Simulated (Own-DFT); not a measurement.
# Response to strain: wurtzite GaN, 96 atoms (Ga48N48)

These are calculations, not measurements. They come from Own-DFT, an in-house plane-wave density functional program, since retired, whose code no person has reviewed. Each row is one single-point run on a periodic cell that was not relaxed, without spin or spin-orbit coupling.

Settings of every run: PBE; PseudoDojo norm-conserving scalar-relativistic files (stringent for Ga); cutoff 96 hartree; 3 x 4 x 3 k mesh centred on Gamma; Gaussian smearing of 0.01 eV.

Known limits: forces on such cells passed a denser k mesh, each cell not checked; stress not checked against mesh or cutoff.

Unstrained cell vectors in Å: (12.756, 0.000, 0.000); (-4.784, 8.285, 0.000); (0.000, 0.000, 10.370). The unstrained cell has measured lattice constants (interpolated for alloys), not those of this functional. That, the random moves and any unrelaxed bonds set the pressure at no strain. Each run strains this cell uniformly, with the atoms carried along. Every atom was also moved at random, by a Gaussian of width 0.05 Å on each axis. Strain is the symmetric tensor, in per cent. Stress is positive in tension, and the pressure is minus a third of its trace.

| run | e_xx (%) | e_yy (%) | e_zz (%) | s_xx (GPa) | s_yy (GPa) | s_zz (GPa) | P (GPa) | E (meV/atom) |
|---|---|---|---|---|---|---|---|---|
| 1 | 0.00 | 0.00 | -1.25 | -7.90 | -7.12 | -12.67 | 9.23 | 14.4 |
| 2 | 0.00 | 0.00 | 1.75 | -5.77 | -5.94 | 0.20 | 3.84 | 12.5 |
| 3 | 0.00 | 0.00 | -0.25 | -6.99 | -7.73 | -8.34 | 7.69 | 24.3 |
| 4 | 0.00 | 0.00 | 2.75 | -4.76 | -5.11 | 4.36 | 1.83 | 0.0 |
| 5 | 0.00 | 0.00 | 1.50 | -6.43 | -4.75 | -1.07 | 4.08 | 11.7 |
| 6 | 0.00 | 0.00 | -0.25 | -8.11 | -7.16 | -6.21 | 7.16 | 7.2 |
| 7 | 0.00 | 0.00 | 0.75 | -6.15 | -8.05 | -2.69 | 5.63 | 20.2 |
| 8 | 0.00 | 0.00 | 2.75 | -5.99 | -5.94 | 4.59 | 2.45 | 16.7 |
| 9 | 0.00 | 0.00 | -1.25 | -9.12 | -9.39 | -12.15 | 10.22 | 41.6 |
| 10 | 0.00 | 0.00 | 1.50 | -5.61 | -5.35 | -1.51 | 4.16 | 10.7 |
| 11 | 0.00 | 0.00 | 0.75 | -6.87 | -5.21 | -5.59 | 5.89 | 26.2 |
| 12 | 0.00 | 0.00 | 1.75 | -6.98 | -6.45 | 0.70 | 4.24 | 24.5 |
| 13 | 0.00 | 0.00 | -0.50 | ? | ? | ? | ? | ? |

E is the free energy for each atom above the lowest run shown.

## Worked fit

The change of volume is close to e_xx + e_yy + e_zz. A straight line through the runs shown gives P = 7.17 - 187 x (fractional change of volume) GPa, with an error of 8 on the slope and a scatter of 0.36 GPa. The strain isn't the same on all axes and the cell isn't cubic, so the slope belongs to this path and is not the bulk modulus.

## Withheld run

Question: what pressure should run 13 give? Its volume changes by -0.50 %.

The line gives 8.1 GPa. The calculation gave 8.16 GPa.
